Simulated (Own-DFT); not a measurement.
# Strain and stress in wurtzite AlGaN with randomly placed atoms, 72 atoms (Al9Ga27N36)

Calculated results; nothing here was measured. They come from Own-DFT, an in-house plane-wave density functional program, since retired, whose code no person has reviewed. Each row is one single-point run on a periodic cell that was not relaxed, without spin or spin-orbit coupling.

Settings of every run: PBE; PseudoDojo norm-conserving scalar-relativistic files; cutoff 42 hartree; 4 x 4 x 3 k mesh centred on Gamma; Fermi-Dirac smearing of 0.1 eV.

Known limits: forces on such cells passed a denser k mesh, each cell not checked; stress not checked against mesh or cutoff.

Unstrained cell vectors in Å: (9.509, 0.000, 0.000); (-4.755, 8.235, 0.000); (0.000, 0.000, 10.268). The unstrained cell has measured lattice constants (interpolated for alloys), not those of this functional. That, the random moves and any unrelaxed bonds set the pressure at no strain. Each run strains this cell uniformly, with the atoms carried along. Every atom was also moved at random, by a Gaussian of width 0.05 Å on each axis. The random placing of the alloy's atoms differs from row to row. Strain is the symmetric tensor, in per cent. Stress is positive in tension, and the pressure is minus a third of its trace.

| run | e_xx (%) | e_yy (%) | e_zz (%) | s_xx (GPa) | s_yy (GPa) | s_zz (GPa) | P (GPa) | E (meV/atom) |
|---|---|---|---|---|---|---|---|---|
| 1 | -2.25 | -2.25 | 0.00 | -21.38 | -18.67 | -13.65 | 17.90 | 61.6 |
| 2 | -1.75 | -1.75 | 0.00 | -16.02 | -20.01 | -10.38 | 15.47 | 49.4 |
| 3 | -2.75 | -2.75 | 0.00 | -26.31 | -24.81 | -12.54 | 21.22 | 90.2 |
| 4 | 2.00 | 2.00 | 0.00 | 3.05 | 2.13 | -6.05 | 0.29 | 12.2 |
| 5 | -2.50 | -2.50 | 0.00 | -20.46 | -24.53 | -12.94 | 19.31 | 67.7 |
| 6 | 2.75 | 2.75 | 0.00 | 6.16 | 6.83 | -5.38 | -2.54 | 0.0 |
| 7 | 1.50 | 1.50 | 0.00 | -1.40 | 0.79 | -4.32 | 1.64 | 10.5 |
| 8 | 2.50 | 2.50 | 0.00 | 4.69 | 5.07 | -5.34 | -1.47 | 18.0 |
| 9 | 1.75 | 1.75 | 0.00 | ? | ? | ? | ? | ? |

E is the free energy for each atom above the lowest run shown.

## Worked fit

The change of volume is close to e_xx + e_yy + e_zz. A straight line through the runs shown gives P = 8.82 - 211 x (fractional change of volume) GPa, with an error of 5 on the slope and a scatter of 0.64 GPa. The strain isn't the same on all axes and the cell isn't cubic, so the slope belongs to this path and is not the bulk modulus.

## Withheld run

Question: what pressure should run 9 give? Its volume changes by 3.53 %.

The line gives 1.4 GPa. The calculation gave 0.33 GPa.
